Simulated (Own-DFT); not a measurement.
Hf36O71 (tetragonal hafnia with one neutral oxygen vacancy, atoms displaced) (calculated)

A calculation, not a measurement: plane-wave PBE and HSE06 DFT by an unreviewed code, no spin, of a simulated cell at Gamma alone, so results move with cell size and shape, stress positive in tension, energies less offsets, not probed for a lower state with spin; hafnium file: forces about 75 meV/angstrom off all-electron values; oxygen file: force components 24 meV/angstrom off all-electron in a glass; k mesh not checked against a denser one; forces and stress are PBE's, HSE06 gives the energy alone, and its difference from PBE has offsets of its own; offsets are fitted by least squares, one for each functional and potential file, so energies compare only between cells with the same atoms and settings and are not formation energies; the far tail of each file's local potential was reset to the Coulomb form; each entry is a single point on an unrelaxed cell, so the pressure reflects the starting lattice, taken from the Materials Project, from which strain is counted, and rises with the displacements; printed positions are rounded, which can move forces by about a meV/angstrom; the program is a retired in-house code; no spin-orbit coupling. Program: Own-DFT development build.

Common to all runs: first functional PBE; second functional HSE06; exact exchange share 0.25; screening 0.11 1/bohr; exchange divergence Gygi-Baldereschi; potential files PseudoDojo norm-conserving, scalar-relativistic, made for PBE, standard set; wave cutoff 48 hartree; occupations fixed; k mesh 1 x 1 x 1 centred on Gamma.

(1) Hf36O71 (tetragonal hafnia with one neutral oxygen vacancy, atoms displaced)

```
cell vectors (Å)
  10.7800     0.0000     0.0000
   0.0000    10.7800     0.0000
   0.0000     0.0000    10.4493
atoms (fractions of the cell vectors)
Hf  0.00294  0.99661  0.00569
Hf  0.16304  0.16689  0.25062
O   0.99827  0.16577  0.15151
O   0.16567  0.99993  0.34898
O   0.00118  0.16478  0.39850
O   0.16335  0.99802  0.10013
Hf  0.00223  0.99743  0.49953
Hf  0.16659  0.16793  0.75444
O   0.00006  0.16830  0.65055
O   0.16722  0.99317  0.84855
O   0.99980  0.16726  0.90199
O   0.16686  0.00007  0.59355
Hf  0.99724  0.33813  0.99791
Hf  0.16469  0.49355  0.24800
O   0.00008  0.49910  0.15254
O   0.16682  0.32948  0.34753
O   0.00024  0.49692  0.40601
O   0.17046  0.33296  0.09623
Hf  0.99846  0.33094  0.50440
Hf  0.16324  0.49891  0.74877
O   0.99974  0.49840  0.65189
O   0.17038  0.33413  0.84534
O   0.99568  0.49853  0.89965
O   0.16970  0.33229  0.59474
Hf  0.00004  0.66474  0.99768
Hf  0.16676  0.83751  0.25469
O   0.00203  0.83481  0.15209
O   0.16258  0.66296  0.34906
O   0.00122  0.83361  0.39980
O   0.16985  0.66598  0.10438
Hf  0.00108  0.66629  0.49861
Hf  0.16053  0.82861  0.75291
O   0.99510  0.83494  0.65497
O   0.16407  0.66988  0.84733
O   0.00319  0.83642  0.90029
O   0.16937  0.66647  0.59960
Hf  0.32885  0.00128  0.00135
Hf  0.49989  0.16577  0.24589
O   0.33761  0.16689  0.14954
O   0.49823  0.00360  0.34687
O   0.33123  0.16681  0.40644
O   0.49993  0.00026  0.09452
Hf  0.33377  0.00064  0.50082
Hf  0.50115  0.17083  0.75633
O   0.33211  0.17215  0.65224
O   0.49460  0.99602  0.84896
O   0.33431  0.16609  0.90158
O   0.49141  0.99773  0.59364
Hf  0.33542  0.33476  0.00329
Hf  0.49865  0.49917  0.24940
O   0.33212  0.49820  0.15727
O   0.49893  0.33160  0.34582
O   0.33461  0.49705  0.40114
O   0.49519  0.33506  0.09842
Hf  0.33519  0.33635  0.49399
Hf  0.49994  0.49617  0.75017
O   0.33161  0.49885  0.64996
O   0.49791  0.33231  0.84799
O   0.33255  0.50043  0.89810
O   0.50047  0.33188  0.59554
Hf  0.33436  0.66725  0.00094
Hf  0.49712  0.83309  0.25233
O   0.33647  0.83236  0.15335
O   0.49639  0.67290  0.34451
O   0.33105  0.83494  0.40288
O   0.49996  0.66624  0.09314
Hf  0.33020  0.66429  0.49940
Hf  0.49867  0.83332  0.75342
O   0.33143  0.83494  0.64515
O   0.50449  0.66882  0.84760
O   0.32675  0.83280  0.90345
O   0.49865  0.66842  0.60037
Hf  0.65983  0.99818  0.00452
Hf  0.83593  0.16651  0.24783
O   0.66327  0.16777  0.15200
O   0.83187  0.00282  0.34950
O   0.66657  0.16940  0.40476
O   0.83111  0.99939  0.09796
Hf  0.66223  0.00037  0.49567
Hf  0.82901  0.16394  0.75109
O   0.66494  0.16362  0.64681
O   0.83036  0.99645  0.84338
O   0.66876  0.16780  0.89854
O   0.83484  0.99904  0.59851
Hf  0.66708  0.33230  0.00334
Hf  0.83450  0.50450  0.25023
O   0.66208  0.49732  0.15041
O   0.83246  0.33788  0.34671
O   0.67334  0.50059  0.40345
Hf  0.66725  0.33568  0.50110
Hf  0.83004  0.49707  0.74574
O   0.67005  0.49944  0.65008
O   0.83528  0.33366  0.84476
O   0.66378  0.49979  0.90328
O   0.83277  0.33373  0.59754
Hf  0.66580  0.66950  0.00150
Hf  0.83375  0.83356  0.24970
O   0.67319  0.83205  0.15393
O   0.83656  0.66464  0.34888
O   0.66881  0.83360  0.40418
O   0.83343  0.67257  0.09212
Hf  0.66686  0.66910  0.50279
Hf  0.83445  0.83715  0.75168
O   0.66646  0.83013  0.65446
O   0.83240  0.66511  0.84861
O   0.66280  0.83168  0.89792
O   0.83360  0.66949  0.59739
```

- PBE energy of cell above offsets: -100.853 eV
- HSE06 less PBE above offsets: -0.154 eV
- PBE pressure: 0.83 GPa
- PBE stress xx: -0.63 GPa
- PBE stress yy: -0.48 GPa
- PBE stress zz: -1.38 GPa
- PBE stress yz: 0.14 GPa
- PBE stress xz: -0.22 GPa
- PBE stress xy: 0.01 GPa

Force:
```csv
element,x (eV/Å),y (eV/Å),z (eV/Å)
Hf,-1.037,0.486,-1.115
Hf,0.66,-0.119,0.435
O,0.196,0.483,-0.199
O,-0.098,0.443,-0.493
O,-0.136,0.328,0.084
O,0.916,0.272,0.403
Hf,-0.401,0.647,0.508
Hf,0.196,-0.562,-1.099
O,-0.142,0.13,0.423
O,0.039,1.504,0.262
O,0.15,-0.145,0.539
O,-0.48,0.085,0.5
Hf,-0.243,-1.089,-0.023
Hf,0.289,0.913,0.716
O,-0.425,-0.377,-0.58
O,-0.06,0.41,-0.329
O,0.044,0.224,-0.318
O,-1.064,0.013,0.145
Hf,0.672,-0.384,-0.287
Hf,0.964,-0.019,-0.33
O,-0.194,0.062,-0.002
O,-0.35,0.157,0.265
O,0.597,0.331,0.336
O,-0.791,0.36,0.094
Hf,0.269,0.641,-0.029
Hf,0.27,-1.337,-0.146
O,-0.293,0.04,-0.019
O,0.217,0.223,0.002
O,0.035,-0.207,0.206
O,-0.547,-0.162,-1.04
Hf,-0.003,-0.242,0.104
Hf,1.206,1.054,-1.201
O,1.101,-0.273,-0.686
O,-0.323,-1.616,0.592
O,-0.409,-0.786,0.6
O,-1.051,-0.065,-0.067
Hf,0.276,-0.371,-0.838
Hf,-0.299,0.444,1.157
O,-1.181,-0.389,0.167
O,0.368,-0.671,-0.302
O,0,0.147,-0.917
O,-0.501,-0.113,0.66
Hf,-0.834,-0.027,0.315
Hf,-0.844,-1.268,-1.62
O,0.375,-0.333,0.909
O,0.353,1.136,0.17
O,-0.179,0.088,0.456
O,2.093,0.089,0.554
Hf,-0.594,-0.059,-1.017
Hf,-0.038,0.027,0.43
O,0.302,0.044,-0.673
O,0.118,0.429,-0.152
O,0.072,1.003,-0.423
O,1.208,0.02,-0.036
Hf,-0.242,-1.37,1.311
Hf,-0.338,1.187,-0.269
O,0.301,0.112,0.256
O,0.109,0.37,0.362
O,0.207,0.258,0.705
O,0.255,0.483,0.458
Hf,-0.461,0.106,-0.316
Hf,0.329,0.517,-0.151
O,-0.544,0.345,-0.036
O,0.235,-1.426,0.281
O,-0.013,-0.464,-0.65
O,-0.093,0.049,0.734
Hf,0.542,0.777,0.45
Hf,-0.283,-0.338,-1.341
O,-0.215,-0.408,1.306
O,-0.538,-0.862,-0.025
O,0.439,-0.285,0.303
O,0.098,-0.543,-0.695
Hf,1.394,-0.297,-1.374
Hf,-0.578,0.182,0.867
O,0.871,0.4,-0.47
O,-0.06,-0.556,-0.54
O,0.042,-0.204,-0.49
O,0.122,0.155,-0.05
Hf,0.43,0.579,1.119
Hf,0.574,-0.413,-0.669
O,-0.111,0.062,0.939
O,0.042,1.093,0.925
O,-0.332,-0.27,0.571
O,-0.493,0.1,-0.431
Hf,0.399,0.651,-0.199
Hf,-0.764,-0.857,0.293
O,1.148,-0.181,0.288
O,0.235,-0.757,-1.008
O,-0.771,0.548,-0.205
Hf,-0.099,-0.46,-0.467
Hf,0.557,0.916,0.686
O,-1.131,-0.072,0.11
O,-0.212,-0.179,0.713
O,0.044,-0.539,0.077
O,-0.156,-0.037,0.183
Hf,0.138,-0.336,-1.287
Hf,0.572,0.357,0.417
O,-1.72,0.125,-0.257
O,0.074,0.861,-0.345
O,-0.089,-0.174,-0.41
O,0.454,-0.472,0.881
Hf,-0.086,0.036,0.495
Hf,-1.014,-1.1,-0.51
O,-0.271,0.318,-0.211
O,0.279,0.059,-0.269
O,0.103,0.73,1.184
O,0.154,-0.392,-0.334
```

(2) Hf36O71 (tetragonal hafnia with one neutral oxygen vacancy, atoms displaced)

```
cell vectors (Å)
  10.7800     0.0000     0.0000
   0.0000    10.7800     0.0000
   0.0000     0.0000    10.4493
atoms (fractions of the cell vectors)
Hf  0.00359  0.01160  0.99029
Hf  0.17156  0.17994  0.25722
O   0.99307  0.17564  0.15624
O   0.16815  0.98969  0.34656
O   0.00536  0.16699  0.40653
O   0.16737  0.01127  0.10280
Hf  0.99550  0.99798  0.50122
Hf  0.16985  0.16124  0.74967
O   0.99291  0.16209  0.64132
O   0.15860  0.99469  0.84627
O   0.99929  0.15834  0.88669
O   0.17549  0.99504  0.57971
Hf  0.01060  0.33105  0.99611
Hf  0.16862  0.50249  0.26096
O   0.99673  0.49222  0.13279
O   0.16497  0.32494  0.36009
O   0.98753  0.49775  0.40696
O   0.16896  0.33979  0.09939
Hf  0.00597  0.32596  0.50781
Hf  0.17089  0.49481  0.74992
O   0.99621  0.50116  0.66071
O   0.16638  0.33473  0.86376
O   0.99400  0.49687  0.90413
O   0.16469  0.32820  0.59453
Hf  0.01203  0.66884  0.99215
Hf  0.17162  0.83474  0.25142
O   0.99999  0.83532  0.16378
O   0.16638  0.65682  0.33932
O   0.01057  0.83754  0.40559
O   0.15813  0.68263  0.11712
Hf  0.00817  0.66861  0.49473
Hf  0.16979  0.83186  0.74033
O   0.00435  0.83851  0.65825
O   0.16312  0.67387  0.83854
O   0.98759  0.84441  0.89162
O   0.16642  0.66684  0.59402
Hf  0.34072  0.99386  0.01082
Hf  0.49064  0.15093  0.24976
O   0.32610  0.17246  0.15488
O   0.50353  0.00031  0.35610
O   0.32526  0.17571  0.40483
O   0.49596  0.99132  0.10590
Hf  0.33875  0.99754  0.50614
Hf  0.51096  0.16713  0.75679
O   0.33086  0.16810  0.65594
O   0.49995  0.99494  0.85330
O   0.33178  0.16126  0.91459
O   0.50143  0.99609  0.60112
Hf  0.33256  0.33171  0.98973
Hf  0.51390  0.50403  0.25673
O   0.49763  0.33456  0.34597
O   0.33447  0.48877  0.39543
O   0.48305  0.32891  0.08950
Hf  0.33936  0.32536  0.49951
Hf  0.49131  0.49800  0.75844
O   0.33755  0.48953  0.64695
O   0.49389  0.32506  0.83648
O   0.32536  0.49464  0.91627
O   0.50272  0.33126  0.60394
Hf  0.33647  0.66405  0.00763
Hf  0.49515  0.82589  0.24051
O   0.33303  0.83552  0.16202
O   0.49330  0.68690  0.35079
O   0.32768  0.84633  0.40781
O   0.49090  0.66458  0.09960
Hf  0.33799  0.68000  0.49653
Hf  0.49690  0.82457  0.74473
O   0.34981  0.82537  0.65960
O   0.50012  0.66904  0.83833
O   0.31912  0.83586  0.90107
O   0.50096  0.67122  0.59815
Hf  0.67552  0.99644  0.98666
Hf  0.83686  0.16271  0.24427
O   0.65705  0.16280  0.15137
O   0.84043  0.99490  0.34835
O   0.66378  0.15982  0.39861
O   0.82843  0.00870  0.09466
Hf  0.67122  0.00508  0.48898
Hf  0.82764  0.14962  0.73174
O   0.67702  0.16545  0.63943
O   0.83244  0.99678  0.84414
O   0.66884  0.17578  0.89837
O   0.83456  0.99839  0.60237
Hf  0.66220  0.33644  0.00424
Hf  0.81815  0.51388  0.24750
O   0.66552  0.49782  0.14563
O   0.82976  0.32813  0.34157
O   0.65844  0.50554  0.39945
O   0.84101  0.32878  0.11135
Hf  0.66730  0.32951  0.50155
Hf  0.83998  0.51288  0.74817
O   0.66277  0.50640  0.64780
O   0.83988  0.34185  0.84135
O   0.66561  0.49005  0.89771
O   0.82365  0.33527  0.59046
Hf  0.66186  0.66399  0.98816
Hf  0.84592  0.83439  0.25022
O   0.67300  0.83512  0.14766
O   0.82656  0.65778  0.35066
O   0.66461  0.83129  0.40779
O   0.84234  0.66941  0.10131
Hf  0.66372  0.66846  0.51046
Hf  0.83026  0.83621  0.75735
O   0.67684  0.81447  0.63477
O   0.84310  0.66974  0.84733
O   0.66896  0.85121  0.91616
O   0.83665  0.67001  0.59864
```

- PBE energy of cell above offsets: -86.846 eV
- HSE06 less PBE above offsets: 0.558 eV
- PBE pressure: 5.71 GPa
- PBE stress xx: -4.43 GPa
- PBE stress yy: -7.22 GPa
- PBE stress zz: -5.47 GPa
- PBE stress yz: -1.37 GPa
- PBE stress xz: -1.71 GPa
- PBE stress xy: 0.35 GPa

Force:
```csv
element,x (eV/Å),y (eV/Å),z (eV/Å)
Hf,0.424,-1.698,1.97
Hf,-1.876,-3.336,-1.243
O,3.1,-0.744,-1.213
O,0.036,3.064,-0.271
O,-0.296,-1.005,-0.41
O,-0.262,-0.972,-1.306
Hf,1.29,0.909,-0.885
Hf,-0.993,-0.034,0.544
O,1.678,0.049,0.789
O,0.445,0.765,-1.241
O,0.324,1.796,0.263
O,-1.584,-0.1,2.767
Hf,-3.149,0.971,1.477
Hf,-0.592,-3.249,-2.879
O,0.896,1.157,2.283
O,-0.44,3.414,0.061
O,1.319,0.299,0.187
O,1.194,-0.297,0.887
Hf,-2.991,0.803,-1.989
Hf,-1.554,0.182,-0.171
O,3.104,-0.281,-1.066
O,0.088,-0.686,-2.856
O,1.311,1.717,-0.964
O,1.324,0.488,2.376
Hf,-1.599,-0.749,1.257
Hf,-2.151,0.625,0.398
O,1.182,0.625,-1.478
O,0.237,3.282,3.189
O,-0.707,-2.015,-0.092
O,1.395,-1.323,-3.389
Hf,-2.5,-1.084,0.339
Hf,-0.404,1.154,1.202
O,-0.885,0.075,-0.99
O,-0.141,-2.158,0.915
O,0.799,-1.196,1.961
O,1.628,0.201,0.002
Hf,-2.074,0.862,-1.124
Hf,1.647,2.165,-0.544
O,1.417,-0.737,0.31
O,-0.925,-1.113,-0.397
O,0.743,-3.576,-0.736
O,0.862,0.512,-0.023
Hf,1.03,2.724,-1.237
Hf,-0.472,-2.268,-1.58
O,0.972,-0.192,0.464
O,0.073,0.347,-0.552
O,-0.132,-0.742,-1.644
O,1.067,0.27,0.46
Hf,-1.581,-2.589,2.871
Hf,-2.923,-1.143,1.25
O,0.437,-0.69,-0.481
O,-0.169,2.056,0.388
O,2.897,1.413,0.621
Hf,0.378,2.306,0.752
Hf,2.231,-1.361,-2.91
O,-0.961,0.893,1.401
O,-0.658,2.394,1.942
O,0.801,3.516,-2.049
O,0.184,-0.62,-0.466
Hf,-3.307,0.347,0.202
Hf,3.908,3.413,0.546
O,-0.175,-0.246,-1.964
O,-0.57,-3.899,0.956
O,0.072,-3.085,-0.335
O,2.647,-0.059,-0.32
Hf,0.204,-1.929,-0.463
Hf,4.109,3.306,0.349
O,-4.956,0.058,-2.733
O,0.449,-1.219,2.846
O,1.112,-0.796,0.947
O,-2.058,-0.489,0.148
Hf,-0.882,7.742,5.488
Hf,-1.944,2.091,0.161
O,-0.248,0.565,0.1
O,-0.078,0.55,0.881
O,-0.006,1.412,-0.23
O,1.704,-0.368,-0.208
Hf,-1.003,-2.345,0.485
Hf,2.319,3.48,2.698
O,-3.259,-0.387,-0.003
O,-1.14,1.512,0.715
O,-0.447,-0.905,-1.048
O,-0.756,-0.533,-0.317
Hf,2.491,-2.183,1.306
Hf,4.452,-3.973,-0.454
O,-1.354,0.63,-1.271
O,-0.856,0.705,0.698
O,-0.519,-0.58,-0.755
O,-2.512,-0.058,-2.815
Hf,0.112,0.607,-1.705
Hf,-1.745,-2.959,-0.006
O,-0.567,0.122,1.082
O,-0.225,-1.141,-0.273
O,-1.121,2.504,0.305
O,2.006,-0.008,0.555
Hf,2.232,0.556,1.996
Hf,-2.861,-1.258,0.07
O,-0.999,-0.916,0.593
O,0.623,3.411,0.585
O,0.304,0.756,-1.019
O,-1.532,-0.288,-1.252
Hf,2.296,0.005,-1.282
Hf,1.556,-1.429,-2.419
O,-1.464,1.964,4.118
O,-1.761,0.602,1.244
O,-0.135,-9.804,-5.048
O,1.386,-0.556,-0.294
```
